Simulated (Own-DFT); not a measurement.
# Computed records: InGa3As4 (zincblende random alloy, strained, atoms displaced)

A calculation, not a measurement: plane-wave density functional theory by an unreviewed code, no spin, of a simulated periodic cell, stress positive in tension, run twice, with PBE and with PBEsol, both on files made for PBE, so the change isn't that of files made for PBEsol, forces on such cells passed a denser k mesh, this cell's mesh not checked; the far tail of each file's local potential was reset to the Coulomb form; each entry is a single point on an unrelaxed cell, so the pressure reflects the starting lattice, mostly measured values (interpolated for alloys), from which strain is counted, and rises with the displacements; printed positions are rounded, which can move forces by about a meV/angstrom; the program, named Own-DFT, is a retired in-house code; no spin-orbit coupling; stress was not checked against mesh or cutoff. Program: Own-DFT development build.

```xyz
64
Lattice="11.7272 0.1618 0.0489 0.1618 11.2828 -0.2197 0.0489 -0.2197 11.4030" Properties=species:S:1:pos:R:3:PBE_force_x:R:1:PBE_force_y:R:1:PBE_force_z:R:1:PBEsol_force_x:R:1:PBEsol_force_y:R:1:PBEsol_force_z:R:1 formula=InGa3As4 functional=PBE,then_PBEsol potential_files=PseudoDojo_norm-conserving,scalar-relativistic,standard_set wave_cutoff=42 occupations=Fermi-Dirac smearing_width=0.1 k_mesh=3_x_3_x_3_centred_on_Gamma PBE_pressure=5.9 PBE_stress_xx=-4.84 PBE_stress_yy=-6.63 PBE_stress_zz=-6.23 PBE_stress_yz=-3.26 PBE_stress_xz=0.78 PBE_stress_xy=2.94 PBEsol_pressure=2.82 PBEsol_stress_xx=-1.72 PBEsol_stress_yy=-3.59 PBEsol_stress_zz=-3.17 PBEsol_stress_yz=-3.15 PBEsol_stress_xz=0.75 PBEsol_stress_xy=2.83 rms_change_of_force_components_from_PBE_to_PBEsol=0.04
Ga     0.2016    11.1769    -0.2172     -1.827      1.489      1.629     -1.737      1.438      1.557
Ga     0.0855     2.7238     2.7820     -0.026      0.185     -0.284     -0.018      0.177     -0.274
In     3.0029     0.0185     2.9021      -0.92      0.334      1.004     -0.884      0.321      0.951
Ga     3.0183     2.6091    11.2974     -0.186      0.136      0.541     -0.161      0.135      0.518
As     1.5561     1.3336     1.3530     -0.973      1.026     -0.719     -0.946      0.986     -0.676
As     1.5511     4.1718     4.1436      0.029      0.141      0.151      0.018      0.134      0.159
As     4.4724     1.4341     4.3304      1.017      0.755      0.072      0.966      0.717      0.071
As     4.4336     4.2889     1.2656      0.221     -0.282      0.747      0.211      -0.27       0.72
Ga    11.8973    11.3294     5.5116     -0.412      0.216      0.639     -0.379      0.215      0.594
Ga    11.7485     2.8456     8.5277      0.384      0.037      0.532       0.38      0.027      0.496
Ga     3.0917    11.1527     8.3125      0.096      0.196      0.052      0.106      0.195      0.049
Ga     3.0140     2.8141     5.6328      -0.64      0.038      0.293     -0.599      0.035      0.271
As     1.4899     1.3194     7.0664      0.315     -0.036      0.025      0.288      -0.04      0.034
As     1.5900     4.1175     9.9980      0.248     -1.109     -1.484      0.229     -1.059     -1.428
As     4.4869     1.2798     9.9518     -0.803      0.467     -1.313     -0.783      0.455      -1.25
As     4.4403     4.1878     7.0453      0.023     -0.428      0.708      0.022      -0.42      0.689
Ga    11.8374     5.5723    11.2381         -1      0.683       1.23     -0.948      0.652      1.181
In    11.8239     8.6130     2.7345      0.762     -0.758      1.729      0.744      -0.74      1.656
Ga     2.9912     5.7141     2.7568     -0.211     -0.598     -0.429     -0.195     -0.579     -0.414
Ga     2.9779     8.5662    -0.0683      0.035     -0.188     -0.282      0.047     -0.182     -0.277
As     1.5111     7.0612     1.2904      1.305     -1.161     -1.292      1.257     -1.102     -1.231
As     1.5928     9.8612     4.1058      0.936     -0.469      0.988      0.888     -0.451      0.951
As     4.4451     6.9592     4.2075      0.563       0.59     -1.304      0.526      0.576     -1.257
As     4.5424     9.9495     1.2659        0.9      -2.03     -0.828      0.855     -1.954     -0.789
Ga    11.7799     5.6832     5.6661      0.484      0.382     -0.377      0.474      0.358     -0.383
Ga     0.1983     8.2663     8.3280     -0.462      0.332      0.915     -0.443      0.321      0.867
Ga     3.0371     5.5214     8.5583      0.046       0.25     -0.186      0.061      0.244     -0.191
Ga     3.0684     8.3379     5.5037     -0.342      1.078      0.555     -0.316      1.024      0.531
As     1.6618     6.9554     6.9902     -0.097     -0.738      -0.15     -0.113     -0.703     -0.134
As     1.5861     9.8231     9.8576      1.757     -2.123     -2.114      1.685     -2.048     -2.021
As     4.5334     6.9833     9.8825      -0.52     -0.552      0.721     -0.509     -0.539      0.693
As     4.6392     9.7893     6.9300     -1.682      1.197       -1.3     -1.627      1.152     -1.239
In     5.9429    -0.1219    11.4013     -0.898     -0.031      0.554     -0.857     -0.033      0.536
Ga     5.9397     2.8085     2.7738     -0.328      0.618      0.218     -0.296      0.583      0.205
In     8.8200     0.0905     2.8123      0.176     -0.916      1.785      0.183     -0.883      1.714
In     8.9360     2.6756    11.3545     -2.163      1.025      0.662     -2.078      0.989      0.645
As     7.4010     1.4303     1.4237     -1.001      1.664     -0.071     -0.973      1.605     -0.067
As     7.5448     4.2235     4.2059     -0.776     -0.168     -2.746     -0.757     -0.148     -2.629
As    10.3660     1.4956     4.2943      1.482      -0.83     -0.775      1.413     -0.803     -0.745
As    10.3209     4.2871     1.3457      1.379      1.497      1.245      1.311      1.435      1.203
Ga     5.8927     0.0203     5.7057     -0.307     -0.111      0.453     -0.282     -0.111      0.426
Ga     5.9021     2.7462     8.5117     -0.189      0.216     -0.088      -0.17      0.209     -0.092
Ga     9.0922    11.2179     8.3574     -0.879      0.451      0.364     -0.829      0.424      0.348
In     8.8749     2.8460     5.6604     -0.314     -0.763       0.53      -0.29     -0.731        0.5
As     7.3696     1.4191     7.0600     -0.242     -1.128      1.357     -0.246     -1.079      1.303
As     7.3941     4.1612     9.9166     -0.072     -0.077     -0.907     -0.077     -0.077     -0.869
As    10.3449     1.3452    10.0512      2.124     -1.879     -2.192       2.03     -1.812     -2.115
As    10.3646     4.2111     6.9987      1.072      1.098      1.617      1.012      1.059       1.57
Ga     5.9926     5.4877    11.3165     -0.685      0.348     -0.069     -0.649       0.33     -0.071
Ga     5.9359     8.4587     2.6769     -0.238     -0.124       0.52     -0.217     -0.117      0.495
Ga     8.8513     5.7147     2.8024      0.577     -0.213     -0.352      0.566     -0.215     -0.344
Ga     8.8941     8.3349    11.2739      0.139     -0.161      0.539      0.152     -0.158      0.503
As     7.4048     7.0317     1.3358       0.23      0.595     -0.138      0.207      0.578     -0.126
As     7.4145     9.8464     4.1748      0.185     -0.211     -0.594      0.171     -0.188     -0.558
As    10.3928     7.0892     4.1175      -1.12     -0.319      1.578     -1.086     -0.304      1.523
As    10.4545     9.8598     1.3097     -1.265      1.278     -3.209     -1.234       1.25     -3.082
In     6.0989     5.5730     5.5815     -1.689     -0.085      0.252     -1.633     -0.072      0.248
In     6.0353     8.3755     8.3375     -1.211      0.883      2.325     -1.165      0.854      2.242
Ga     8.8796     5.5168     8.4341     -0.177      0.566      0.108     -0.162       0.55      0.104
Ga     8.8747     8.5659     5.6703     -0.085     -1.149     -0.845      -0.08     -1.106     -0.819
As     7.3889     7.0485     7.0162      3.778     -1.234     -0.824      3.634     -1.193     -0.799
As     7.5471     9.7553     9.8446      1.847     -0.239     -1.068      1.762     -0.235      -1.02
As    10.3258     6.9897     9.8610      0.597     -0.165     -0.539      0.569     -0.168     -0.506
As    10.4085     9.8085     6.9720      1.034      0.502     -0.159      0.973      0.492     -0.144
```

Units: wave_cutoff in hartree; smearing_width in eV; PBE_pressure, PBE_stress_xx, PBE_stress_yy, PBE_stress_zz, PBE_stress_yz, PBE_stress_xz, PBE_stress_xy, PBEsol_pressure, PBEsol_stress_xx, PBEsol_stress_yy, PBEsol_stress_zz, PBEsol_stress_yz, PBEsol_stress_xz, PBEsol_stress_xy in GPa; rms_change_of_force_components_from_PBE_to_PBEsol, PBE_force_x, PBE_force_y, PBE_force_z, PBEsol_force_x, PBEsol_force_y, PBEsol_force_z in eV/Å.
